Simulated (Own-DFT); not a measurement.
# Computed records: WC (WC crystal, strained, atoms displaced)

All values are calculated (Own-DFT development build). A calculation, not a measurement: plane-wave density functional theory by an unreviewed code, no spin, of a simulated periodic cell, stress positive in tension, run twice, with PBE and with PBEsol, both on files made for PBE, so the change isn't that of files made for PBEsol, forces on such cells moved up to 12 meV/angstrom on a denser k mesh; the far tail of each file's local potential was reset to the Coulomb form; each entry is a single point on an unrelaxed cell, so the pressure reflects the starting lattice, taken from the Materials Project, from which strain is counted, and rises with the displacements; printed positions are rounded, which can move forces by about a meV/angstrom; the program, named Own-DFT, is a retired in-house code; no spin-orbit coupling; stress was not checked against mesh or cutoff.

Common to all runs: functional PBE, then PBEsol; potential files PseudoDojo norm-conserving, scalar-relativistic, standard set; wave cutoff 50 hartree; occupations cold (Marzari-Vanderbilt); smearing width 0.2 eV; k mesh 4 x 4 x 4 centred on Gamma.

(1) WC (WC crystal, strained, atoms displaced)

```
WC
1.0
      5.9718    -5.0339    -2.7456
      0.1515    -4.9806     8.4532
     -5.8586    -4.8484    -2.8431
W C W C W C W C W C W C W C W C W C W C W C W C W C W C W C W C W C W C W C W C W C W C W C W C W C W C W C W C W C W C W C W C
1 1 1 1 1 1 1 1 1 1 1 1 1 1 1 1 1 1 1 1 1 1 1 1 1 1 1 1 1 1 1 1 1 1 1 1 1 1 1 1 1 1 1 1 1 1 1 1 1 1 1 1 1 1 1 1 1 1 1 1 1 1 1 1
Direct
  0.68526 0.87316 0.93731
  0.68324 0.96408 0.68425
  0.37541 0.75072 0.87140
  0.37282 0.83017 0.62489
  0.19477 0.37961 0.92690
  0.19327 0.46145 0.68632
  0.07148 0.62481 0.80991
  0.05844 0.70941 0.55250
  0.93908 0.88029 0.68858
  0.94002 0.96066 0.43622
  0.87733 0.25096 0.87117
  0.87049 0.33654 0.61863
  0.75937 0.49359 0.75407
  0.74269 0.58406 0.48933
  0.63133 0.75579 0.62166
  0.62122 0.83024 0.36792
  0.56302 0.13277 0.80840
  0.56352 0.21091 0.57030
  0.43877 0.37683 0.68988
  0.43974 0.45999 0.43218
  0.31644 0.62611 0.56154
  0.31619 0.70911 0.30745
  0.18572 0.87417 0.44295
  0.18547 0.97290 0.19143
  0.25001 0.00004 0.74523
  0.25500 0.08242 0.49998
  0.12772 0.24512 0.62506
  0.12059 0.32906 0.38214
  0.00046 0.49960 0.50455
  0.00583 0.58411 0.26464
  0.87398 0.75013 0.37705
  0.88084 0.83102 0.12498
  0.81452 0.12255 0.56474
  0.81759 0.21253 0.30963
  0.69705 0.37728 0.44398
  0.69082 0.46171 0.18787
  0.56360 0.61575 0.31228
  0.56593 0.70882 0.05996
  0.42913 0.87448 0.19476
  0.43360 0.95965 0.94068
  0.50390 0.99756 0.49243
  0.48767 0.08370 0.25893
  0.37286 0.25823 0.36984
  0.37823 0.33249 0.11904
  0.23875 0.49359 0.25472
  0.24957 0.58130 0.00033
  0.12909 0.74525 0.13620
  0.13056 0.82671 0.86372
  0.05730 0.13224 0.31425
  0.06571 0.20908 0.07121
  0.93569 0.36812 0.18940
  0.93626 0.46060 0.93946
  0.80733 0.62921 0.05772
  0.80429 0.70951 0.80583
  0.75031 0.99318 0.24678
  0.75040 0.08993 0.00698
  0.62090 0.24890 0.12930
  0.63073 0.33220 0.87395
  0.49957 0.49981 0.00740
  0.49507 0.59072 0.75609
  0.31693 0.12678 0.06253
  0.31799 0.20938 0.80215
  0.99687 0.99533 0.99425
  0.99633 0.08187 0.74968
```

| Item | Value |
| --- | --- |
| PBE pressure | 13.08 GPa |
| PBE stress xx | -1.45 GPa |
| PBE stress yy | -19.62 GPa |
| PBE stress zz | -18.17 GPa |
| PBE stress yz | -2.71 GPa |
| PBE stress xz | 5.13 GPa |
| PBE stress xy | -8.71 GPa |
| PBEsol pressure | 4.82 GPa |
| PBEsol stress xx | 6.54 GPa |
| PBEsol stress yy | -11.48 GPa |
| PBEsol stress zz | -9.53 GPa |
| PBEsol stress yz | -2.7 GPa |
| PBEsol stress xz | 5.12 GPa |
| PBEsol stress xy | -8.63 GPa |
| rms change of force components from PBE to PBEsol | 0.02 eV/Å |

Force:
```tsv
force element	PBE force x (eV/Å)	PBE force y (eV/Å)	PBE force z (eV/Å)	PBEsol force x (eV/Å)	PBEsol force y (eV/Å)	PBEsol force z (eV/Å)
W	-0.021	-0.554	1.436	-0.01	-0.552	1.396
C	0.22	-0.675	-0.896	0.228	-0.664	-0.885
W	-1.081	-1.074	-0.305	-1.062	-1.054	-0.302
C	0.803	-0.824	0.439	0.785	-0.807	0.435
W	-2.838	0.389	-1.856	-2.789	0.366	-1.828
C	0.257	0.41	-0.256	0.248	0.395	-0.254
W	-1.967	1.257	1.255	-1.927	1.243	1.22
C	-0.499	-1.799	-1.082	-0.488	-1.78	-1.07
W	0.081	2.142	-1.571	0.093	2.113	-1.541
C	-0.229	0.152	-0.082	-0.236	0.151	-0.082
W	-0.96	-0.84	-1.225	-0.954	-0.819	-1.195
C	0.352	-1.739	-2.353	0.338	-1.72	-2.322
W	-1.345	0.906	4.121	-1.32	0.898	4.057
C	-0.118	-2.588	-1.261	-0.107	-2.553	-1.247
W	-1.64	2.171	-1.066	-1.624	2.147	-1.044
C	0.214	-0.913	-0.412	0.206	-0.909	-0.403
W	-0.938	0.409	-2.972	-0.92	0.399	-2.922
C	1.457	0.877	0.649	1.429	0.857	0.639
W	0.97	-0.061	0.785	0.949	-0.054	0.757
C	-0.773	-0.515	-0.49	-0.766	-0.502	-0.48
W	-0.231	0.88	0.091	-0.243	0.869	0.092
C	-1.16	-0.517	-1.087	-1.159	-0.507	-1.068
W	1.275	0.623	1.06	1.269	0.613	1.039
C	0.276	1.307	-1.75	0.275	1.286	-1.73
W	-0.571	-0.738	-0.691	-0.56	-0.716	-0.681
C	-0.072	0.159	0.553	-0.079	0.158	0.546
W	-0.378	-0.279	1.477	-0.364	-0.276	1.463
C	0.789	-0.634	1.034	0.783	-0.62	1.026
W	0.234	0.44	0.301	0.241	0.442	0.3
C	0.374	1.951	0.883	0.365	1.912	0.871
W	0.463	0.844	0.251	0.467	0.83	0.244
C	-0.083	0.226	0.417	-0.093	0.23	0.416
W	0.137	0.799	1.742	0.132	0.773	1.716
C	-1.408	0.77	-0.671	-1.381	0.755	-0.656
W	-0.611	3.874	0.94	-0.593	3.827	0.944
C	0.323	0.371	-0.908	0.309	0.37	-0.896
W	-0.375	-0.431	3.445	-0.364	-0.438	3.403
C	-0.875	0.157	0.225	-0.857	0.159	0.219
W	2.305	0.859	0.427	2.276	0.834	0.422
C	0.827	-0.076	-0.169	0.812	-0.068	-0.167
W	-2.486	-1.089	0.885	-2.458	-1.072	0.87
C	2.189	-0.354	0.188	2.157	-0.338	0.189
W	-1.062	-0.346	-3.392	-1.053	-0.326	-3.352
C	-0.726	-0.201	0.442	-0.721	-0.199	0.433
W	2.458	-1.426	0.958	2.435	-1.43	0.941
C	0.091	-0.842	0.044	0.097	-0.822	0.044
W	0.988	1.95	2.766	0.97	1.925	2.722
C	-1.266	-1.257	0.768	-1.241	-1.235	0.765
W	0.837	0.753	-3.398	0.825	0.732	-3.347
C	1.339	1.267	0.491	1.306	1.255	0.478
W	0.578	-1.039	3.125	0.556	-1.04	3.062
C	0.723	-0.611	-0.754	0.718	-0.586	-0.741
W	0.353	-0.957	-2.598	0.338	-0.935	-2.563
C	0.771	-1.475	-1.126	0.748	-1.458	-1.109
W	-0.75	-1.051	1.765	-0.741	-1.046	1.739
C	0.836	1.158	-0.64	0.827	1.143	-0.635
W	1.152	-0.662	-0.046	1.146	-0.654	-0.034
C	-0.54	-0.551	0.555	-0.527	-0.536	0.546
W	1.513	1.19	0.772	1.5	1.175	0.764
C	1.67	0.27	-1.523	1.637	0.274	-1.499
W	-0.915	1.594	0.565	-0.912	1.556	0.549
C	-0.884	-0.645	-0.306	-0.863	-0.638	-0.296
W	-0.629	-2.312	-0.04	-0.626	-2.282	-0.027
C	0.577	-1.076	0.07	0.571	-1.051	0.069
```

(2) WC (WC crystal, strained, atoms displaced)

```
WC
1.0
      5.8954    -5.0563    -2.8675
     -0.0356    -4.9285     8.3020
     -5.8537    -5.0407    -2.8095
W C W C W C W C W C W C W C W C W C W C W C W C W C W C W C W C W C W C W C W C W C W C W C W C W C W C W C W C W C W C W C W C
1 1 1 1 1 1 1 1 1 1 1 1 1 1 1 1 1 1 1 1 1 1 1 1 1 1 1 1 1 1 1 1 1 1 1 1 1 1 1 1 1 1 1 1 1 1 1 1 1 1 1 1 1 1 1 1 1 1 1 1 1 1 1 1
Direct
  0.68872 0.87902 0.93853
  0.67954 0.96245 0.68677
  0.37051 0.74945 0.87597
  0.37292 0.83140 0.62570
  0.19672 0.37423 0.94422
  0.18024 0.45334 0.68207
  0.07575 0.62702 0.80989
  0.05991 0.71404 0.56217
  0.93727 0.87827 0.68066
  0.94029 0.95592 0.43765
  0.86912 0.25172 0.86312
  0.87719 0.33400 0.62514
  0.75349 0.49032 0.75620
  0.74629 0.57971 0.51457
  0.62577 0.75546 0.62288
  0.62728 0.83224 0.37232
  0.57197 0.12582 0.81615
  0.56333 0.19965 0.56135
  0.44569 0.36098 0.68444
  0.43346 0.45883 0.43017
  0.30457 0.62835 0.56982
  0.30455 0.70724 0.30657
  0.19847 0.88359 0.43260
  0.18614 0.96303 0.18026
  0.24335 0.00084 0.74550
  0.25270 0.08344 0.50561
  0.13512 0.25051 0.61161
  0.12345 0.33975 0.36928
  0.99987 0.50459 0.50595
  0.00773 0.58517 0.25236
  0.87685 0.74853 0.37640
  0.86745 0.83466 0.11926
  0.80467 0.11776 0.57090
  0.80731 0.21302 0.31078
  0.68284 0.37154 0.44943
  0.68858 0.45481 0.18336
  0.55766 0.62067 0.30950
  0.55734 0.71432 0.05827
  0.43717 0.87461 0.18620
  0.43523 0.95071 0.93973
  0.51235 0.99012 0.50557
  0.49992 0.08805 0.25271
  0.38430 0.25376 0.38071
  0.37188 0.33806 0.12188
  0.23741 0.50135 0.25095
  0.23746 0.57641 0.98607
  0.12551 0.74997 0.14371
  0.11958 0.83865 0.86961
  0.06109 0.11312 0.31495
  0.04638 0.20571 0.05752
  0.93212 0.37649 0.18361
  0.93715 0.45035 0.93918
  0.81596 0.62715 0.06092
  0.80244 0.70272 0.81365
  0.74140 0.00392 0.26199
  0.74372 0.08692 0.00090
  0.62367 0.23424 0.13170
  0.61976 0.33578 0.87813
  0.50615 0.49513 0.00901
  0.51078 0.58409 0.75343
  0.31227 0.12732 0.05768
  0.30842 0.21261 0.81278
  0.00911 0.00187 0.99663
  0.99600 0.08594 0.76019
```

| Item | Value |
| --- | --- |
| PBE pressure | 16.75 GPa |
| PBE stress xx | -5.95 GPa |
| PBE stress yy | -15.03 GPa |
| PBE stress zz | -29.25 GPa |
| PBE stress yz | 6.23 GPa |
| PBE stress xz | -3.12 GPa |
| PBE stress xy | -0.75 GPa |
| PBEsol pressure | 8.45 GPa |
| PBEsol stress xx | 2.05 GPa |
| PBEsol stress yy | -6.92 GPa |
| PBEsol stress zz | -20.48 GPa |
| PBEsol stress yz | 6.22 GPa |
| PBEsol stress xz | -3.11 GPa |
| PBEsol stress xy | -0.73 GPa |
| rms change of force components from PBE to PBEsol | 0.026 eV/Å |

Force:
```tsv
force element	PBE force x (eV/Å)	PBE force y (eV/Å)	PBE force z (eV/Å)	PBEsol force x (eV/Å)	PBEsol force y (eV/Å)	PBEsol force z (eV/Å)
W	-0.258	1.256	-1.062	-0.263	1.257	-1.047
C	0.048	-1.204	-2.525	0.054	-1.189	-2.488
W	0.855	-0.067	-0.983	0.856	-0.053	-0.963
C	-0.013	-0.583	0.303	-0.015	-0.574	0.299
W	-0.63	4.246	1.592	-0.625	4.19	1.574
C	0.572	-2.081	-0.154	0.566	-2.055	-0.14
W	-3.326	2.963	1.119	-3.252	2.932	1.096
C	0.646	-0.449	-0.381	0.642	-0.443	-0.385
W	-1.756	-0.423	-2.176	-1.731	-0.426	-2.142
C	-0.514	0.269	0.399	-0.512	0.264	0.395
W	-1.442	-2.251	-3.457	-1.445	-2.217	-3.421
C	0.434	0.612	-0.304	0.409	0.604	-0.289
W	-0.228	-0.664	4.137	-0.225	-0.638	4.081
C	1.333	0.543	1.096	1.315	0.535	1.077
W	-0.987	0.856	-3.985	-0.98	0.835	-3.922
C	-0.22	0.409	-0.692	-0.224	0.396	-0.679
W	-2.367	2.582	0.461	-2.313	2.54	0.453
C	-0.197	-0.847	0.26	-0.192	-0.851	0.262
W	-2.123	-1.626	4.71	-2.081	-1.59	4.631
C	-0.853	-1.223	-0.089	-0.837	-1.203	-0.095
W	2.953	0.44	-1.808	2.902	0.438	-1.766
C	0.017	-2.402	-1.112	0.013	-2.371	-1.091
W	-2.109	1.826	-2.645	-2.091	1.822	-2.611
C	-0.004	-0.797	-1.126	-0.008	-0.791	-1.113
W	0.24	-1.927	-1.187	0.224	-1.897	-1.172
C	1.284	0.116	0.517	1.259	0.121	0.515
W	-3.706	0.116	-0.125	-3.657	0.098	-0.137
C	-0.602	0.601	-1.471	-0.601	0.58	-1.448
W	0.394	1.95	-0.564	0.405	1.913	-0.566
C	-1.857	1.366	0.536	-1.831	1.341	0.53
W	-0.546	0.66	0.73	-0.537	0.633	0.72
C	-0.153	-1.802	-0.561	-0.156	-1.776	-0.561
W	3.738	-1.608	2.249	3.674	-1.574	2.219
C	-0.387	-0.655	-1.55	-0.394	-0.627	-1.527
W	3.032	0.286	1.243	2.973	0.292	1.216
C	-0.863	-0.815	-0.19	-0.851	-0.799	-0.18
W	0.053	-1.427	0.005	0.053	-1.408	0.011
C	0.008	-0.154	-1.515	0.007	-0.155	-1.494
W	-0.225	-0.176	0.051	-0.23	-0.17	0.044
C	0.466	-0.691	1.802	0.457	-0.689	1.774
W	-1.82	2.249	5.098	-1.78	2.212	5.03
C	-1.096	1.032	-1.35	-1.066	1.01	-1.337
W	-0.501	3.703	0.103	-0.506	3.635	0.094
C	-0.567	-0.716	-1.807	-0.555	-0.701	-1.784
W	2.797	-1.3	-1.976	2.77	-1.293	-1.948
C	-0.274	-4.377	-0.337	-0.273	-4.325	-0.333
W	2.999	3.831	3.543	2.956	3.784	3.49
C	0.2	-0.413	-1.124	0.217	-0.408	-1.099
W	0.557	-1.29	4.963	0.553	-1.276	4.886
C	0.692	-2.178	-0.057	0.691	-2.151	-0.053
W	-0.202	-0.502	-1.971	-0.187	-0.507	-1.948
C	0.726	-1.09	1.184	0.71	-1.074	1.168
W	-0.583	0.772	-0.392	-0.588	0.771	-0.396
C	1.205	-1.402	0.633	1.181	-1.381	0.629
W	3.627	0.88	-2.103	3.563	0.87	-2.065
C	0.895	-0.526	-1.547	0.879	-0.508	-1.522
W	1.148	-1.786	6.056	1.131	-1.768	5.986
C	0.42	-0.016	-1.351	0.43	-0.011	-1.332
W	0.686	1.459	2.911	0.682	1.446	2.872
C	-0.951	1.27	0.206	-0.936	1.245	0.205
W	-0.658	-0.164	-1.23	-0.646	-0.164	-1.222
C	0.685	0.32	-1.258	0.682	0.313	-1.24
W	-2.883	2.003	-0.031	-2.834	1.973	-0.025
C	2.19	1.017	0.292	2.167	1.011	0.279
```

(3) WC (WC crystal, strained, atoms displaced)

```
WC
1.0
      5.7199    -5.0619    -2.7906
     -0.0571    -5.2793     8.6412
     -5.7351    -5.1081    -2.7398
W C W C W C W C W C W C W C W C W C W C W C W C W C W C W C W C W C W C W C W C W C W C W C W C W C W C W C W C W C W C W C W C
1 1 1 1 1 1 1 1 1 1 1 1 1 1 1 1 1 1 1 1 1 1 1 1 1 1 1 1 1 1 1 1 1 1 1 1 1 1 1 1 1 1 1 1 1 1 1 1 1 1 1 1 1 1 1 1 1 1 1 1 1 1 1 1
Direct
  0.67581 0.86929 0.94316
  0.68811 0.95652 0.68836
  0.36777 0.75310 0.87275
  0.37697 0.82876 0.62447
  0.18307 0.37549 0.92594
  0.19209 0.45831 0.67630
  0.07159 0.63595 0.81513
  0.05949 0.71361 0.56819
  0.93432 0.87337 0.67849
  0.93671 0.96057 0.44383
  0.88266 0.24470 0.88468
  0.87672 0.33674 0.62959
  0.75217 0.50348 0.75830
  0.75119 0.58688 0.50644
  0.61681 0.74826 0.62692
  0.62870 0.82803 0.37009
  0.55669 0.12678 0.81911
  0.56586 0.20469 0.56496
  0.42910 0.38473 0.69438
  0.43947 0.45463 0.44204
  0.31725 0.62643 0.56182
  0.30836 0.71258 0.31791
  0.19399 0.87010 0.44711
  0.19341 0.96376 0.19634
  0.25258 0.98654 0.74647
  0.24348 0.08108 0.49298
  0.12382 0.24955 0.61624
  0.12238 0.33788 0.37357
  0.99506 0.50830 0.50182
  0.98962 0.58826 0.23847
  0.86945 0.74648 0.37195
  0.87440 0.83795 0.13796
  0.81611 0.12592 0.55135
  0.81487 0.20908 0.31238
  0.68936 0.37768 0.42222
  0.68187 0.46273 0.18362
  0.57040 0.62033 0.31360
  0.55772 0.71046 0.05213
  0.43105 0.85910 0.18274
  0.43840 0.95873 0.95051
  0.50408 0.00340 0.49912
  0.49657 0.07607 0.24962
  0.37375 0.24399 0.36769
  0.37593 0.33098 0.12402
  0.24749 0.50330 0.24308
  0.24401 0.58847 0.01031
  0.12594 0.74264 0.13353
  0.12633 0.83572 0.88558
  0.07524 0.12590 0.31507
  0.06127 0.20191 0.06490
  0.94202 0.37585 0.19548
  0.94953 0.45927 0.93379
  0.81534 0.63248 0.06867
  0.81943 0.71211 0.80607
  0.74893 0.00817 0.25481
  0.75243 0.08678 0.99165
  0.63277 0.24951 0.12141
  0.63473 0.32609 0.87323
  0.50217 0.50241 0.00793
  0.49483 0.58976 0.74989
  0.31303 0.13360 0.06350
  0.30840 0.20412 0.82324
  0.99770 0.00104 0.00744
  0.00660 0.08237 0.74692
```

| Quantity | Value |
| --- | --- |
| PBE pressure | 6.54 GPa |
| PBE stress xx | -15.88 GPa |
| PBE stress yy | 1.36 GPa |
| PBE stress zz | -5.1 GPa |
| PBE stress yz | -10.16 GPa |
| PBE stress xz | -2.63 GPa |
| PBE stress xy | 1.83 GPa |
| PBEsol pressure | -1.5 GPa |
| PBEsol stress xx | -7.9 GPa |
| PBEsol stress yy | 9.17 GPa |
| PBEsol stress zz | 3.24 GPa |
| PBEsol stress yz | -10.14 GPa |
| PBEsol stress xz | -2.62 GPa |
| PBEsol stress xy | 1.82 GPa |
| rms change of force components from PBE to PBEsol | 0.023 eV/Å |

Force:
```tsv
force element	PBE force x (eV/Å)	PBE force y (eV/Å)	PBE force z (eV/Å)	PBEsol force x (eV/Å)	PBEsol force y (eV/Å)	PBEsol force z (eV/Å)
W	3.627	-2.345	1.506	3.575	-2.305	1.486
C	-0.379	0.321	0.422	-0.371	0.328	0.417
W	0.14	-1.253	-2.256	0.134	-1.247	-2.224
C	0.024	-0.129	0.764	0.011	-0.123	0.755
W	-0.688	-2.475	-1.414	-0.678	-2.447	-1.415
C	-1.596	-0.008	0.798	-1.573	-0.016	0.782
W	-1.306	2.768	-1.545	-1.297	2.739	-1.522
C	1.011	0.858	-0.696	0.997	0.84	-0.685
W	-1.889	-2.858	0.05	-1.845	-2.833	0.034
C	1.284	1.007	0.144	1.259	0.988	0.147
W	1.72	1.409	3.046	1.691	1.386	3.011
C	0.373	0.653	0.265	0.381	0.637	0.261
W	0.811	0.822	-0.418	0.812	0.816	-0.397
C	-0.25	0.99	-0.224	-0.239	0.976	-0.215
W	2.292	-1.754	-0.04	2.266	-1.727	-0.05
C	-1.068	0.077	0.774	-1.05	0.077	0.755
W	2.256	0.37	-0.398	2.216	0.359	-0.402
C	-0.045	0.368	1.173	-0.032	0.375	1.148
W	3.183	0.304	-3.451	3.133	0.307	-3.392
C	0.488	0.623	0.891	0.485	0.606	0.883
W	-0.748	1.35	-0.079	-0.752	1.318	-0.075
C	0.61	0.774	-1.74	0.607	0.767	-1.711
W	0.466	1.494	3.145	0.46	1.467	3.104
C	0.051	1.326	-0.424	0.048	1.301	-0.417
W	-1.314	-2.243	3.664	-1.295	-2.195	3.604
C	0.186	-2.055	-1.482	0.192	-2.025	-1.462
W	-1.156	-1.705	-0.916	-1.148	-1.681	-0.896
C	0.535	-0.308	-0.325	0.531	-0.298	-0.324
W	1.05	0.149	-2.127	1.041	0.163	-2.103
C	-0.731	-1.673	-2.755	-0.719	-1.66	-2.718
W	-0.477	-2.815	0.634	-0.471	-2.766	0.612
C	0.934	1.209	0.68	0.916	1.197	0.668
W	-2.912	-1.882	-0.846	-2.859	-1.833	-0.847
C	0.558	0.099	0.44	0.547	0.099	0.437
W	-3.471	-1.993	-2.593	-3.405	-1.966	-2.554
C	1.073	-0.631	-0.999	1.047	-0.636	-0.986
W	-1.645	0.724	2.13	-1.612	0.719	2.107
C	-0.96	-0.251	-1.888	-0.952	-0.255	-1.859
W	-0.469	-4.527	2.852	-0.458	-4.469	2.824
C	0.569	1.639	0.922	0.571	1.625	0.902
W	-0.708	0.756	-1.063	-0.7	0.754	-1.048
C	0.507	-0.522	0.784	0.494	-0.53	0.784
W	-0.584	-2.768	0.654	-0.584	-2.696	0.643
C	0.091	-0.086	0.934	0.089	-0.085	0.916
W	-1.524	-1.313	-2.781	-1.507	-1.287	-2.73
C	2.163	1.024	-0.217	2.127	1.005	-0.206
W	0.078	-0.745	4.067	0.092	-0.721	4.002
C	-0.22	1.03	0.628	-0.199	1.019	0.615
W	-1.676	2.73	1.042	-1.658	2.692	1.04
C	0.269	-0.926	0.804	0.269	-0.911	0.79
W	1.411	1.759	1.462	1.385	1.74	1.446
C	-1.662	0.406	0.893	-1.637	0.396	0.881
W	1.275	3.185	0.219	1.241	3.139	0.215
C	-1.611	0.252	-0.489	-1.592	0.253	-0.483
W	1.029	1.638	-2.057	1.015	1.609	-2.039
C	-1.473	-0.03	-1.29	-1.462	-0.048	-1.266
W	-1.548	0.366	0.515	-1.534	0.364	0.506
C	-0.894	-0.189	1.52	-0.892	-0.195	1.489
W	0.941	1.997	0.899	0.927	1.967	0.892
C	-0.154	-0.151	-1.669	-0.148	-0.147	-1.644
W	-0.312	1.056	-3.107	-0.323	1.037	-3.073
C	1.674	1.106	1.614	1.65	1.075	1.602
W	1.315	0.484	-0.959	1.296	0.462	-0.925
C	-0.525	0.507	-0.088	-0.512	0.499	-0.087
```
